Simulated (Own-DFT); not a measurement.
# Energy and forces against displacement in 6H (3C twinned every three layers) SiC, 48 atoms (C24Si24)

All numbers below are calculated, not measured. The program, named Own-DFT, is a retired in-house plane-wave density functional code that no person has reviewed. Each row is one single-point run on a periodic cell that was not relaxed, without spin or spin-orbit coupling.

Settings of every run: PBE; PseudoDojo norm-conserving scalar-relativistic files; cutoff 42 hartree; 5 x 5 x 2 k mesh centred on Gamma; Fermi-Dirac smearing of 0.1 eV.

Known limits, some of them of some rows only: some atoms lie very close together; forces on such cells passed a denser k mesh, each cell not checked; stress not checked against mesh or cutoff.

Cell vectors in Å: (4.360, -4.360, 0.000); (0.000, 4.360, -4.360); (8.719, 8.719, 8.719). In each run every atom was moved at random and independently from its ideal site; u is the rms move along one axis. E is the free energy for each atom above the fitted value at u = 0, and F the rms of the force components.

```
run,u (Å),E (meV/atom),F (eV/Å),largest force (eV/Å),P (GPa)
1,0.0304,35.4,0.874,3.35,3.75
2,0.0304,?,?,?,?
3,0.0595,139.5,1.883,6.84,6.23
4,0.0622,134.9,1.703,4.87,5.99
5,0.0924,313.5,2.795,8.97,10.34
6,0.1094,479.0,3.806,17.10,13.91
```

## Worked fit

For small independent moves the energy grows as E = (3/2) K u², with K the mean stiffness felt by one atom. The runs with u up to 0.11 Å give K = 25.3 ± 1.0 eV/Å², with residuals divided by u² + 0.0006 Å², since the noise grows with the moves. The scatter is 6.6 meV/atom at u = 0.05 Å. The forces follow F = G u with G = 30.7 eV/Å²; no force at u = 0 is resolved. G exceeds K because the moves of its neighbours add to the force on an atom, and stiffness differs between atoms. The pressure follows P = 2.77 + 914 u² GPa: at fixed volume, shortened bonds push harder than stretched ones pull.

## Withheld run

Question: what energy and rms force should run 2 give?

The fit gives 35 ± 4 meV/atom and about 0.93 eV/Å. The calculation gave 36.3 meV/atom and 0.875 eV/Å.
